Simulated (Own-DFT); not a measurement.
# What a defect does to the pressure of its cell: C11b WSi2

No measurement is shown. These are fixed-geometry runs of a retired plane-wave code named Own-DFT, which no person has reviewed; spin and spin-orbit coupling are neglected.

Common settings: PBE; PseudoDojo norm-conserving scalar-relativistic files; cutoff 50 hartree; 5 x 5 x 5 k mesh centred on Gamma; cold (Marzari-Vanderbilt) smearing of 0.2 eV.

Known weak points: forces on such cells failed a check on a denser k mesh; stress not checked against mesh or cutoff.

All runs share one cell, with vectors in Å (-2.148, -5.953, 3.409); (-6.444, 2.976, 1.136); (-2.553, -2.948, -6.757) and a volume of 403.2 Å³. Atoms were moved at random from their sites; u is the rms move along one axis. The defect's site can differ from row to row.

```
              cell  formula   u (Å)  P (GPa)
         no defect  Si20W10  0.0200     4.51
         no defect  Si20W10  0.0477     5.66
         no defect  Si20W10  0.0517     6.44
one W on a Si site  Si19W11  0.0281     9.78
one W on a Si site  Si19W11  0.0284     9.47
one W on a Si site  Si19W11  0.0473    10.74
one Si on a W site   Si21W9  0.0275     6.23
one Si on a W site   Si21W9  0.0295     6.54
one Si on a W site   Si21W9  0.0494     7.26
     one W vacancy   Si20W9  0.0280     3.43
     one W vacancy   Si20W9  0.0312     3.53
     one W vacancy   Si20W9  0.0505     4.95
    one Si vacancy  Si19W10  0.0271     3.20
    one Si vacancy  Si19W10  0.0294     2.79
    one Si vacancy  Si19W10  0.0468        ?
    one Si vacancy  Si19W10  0.0505     5.21
```

## Working it out

P = P0 + c u² + a shift for each defect gives P0 = 4.03 GPa, c = 849 ± 98 GPa/Å² and a scatter of 0.31 GPa. The shifts, and each times the cell's volume:

- one W on a Si site: 4.89 ± 0.26 GPa, 12.3 eV
- one Si on a W site: 1.50 ± 0.26 GPa, 3.8 eV
- one W vacancy: -1.28 ± 0.26 GPa, -3.2 eV
- one Si vacancy: -1.47 ± 0.26 GPa, -3.7 eV

A positive shift means that the defect pushes the cell outwards. Shift times volume (160.2 GPa Å³ is 1 eV) depends little on the cell's size, so, taken for each site, it can be compared between cells at like pressure. The atoms around the defects weren't relaxed, which would change these numbers.

## The run left out

The question: what pressure belongs in the blank (one Si vacancy, u = 0.0468 Å)?

From the fit: 4.42 ± 0.37 GPa. The run itself gave 3.96 GPa.
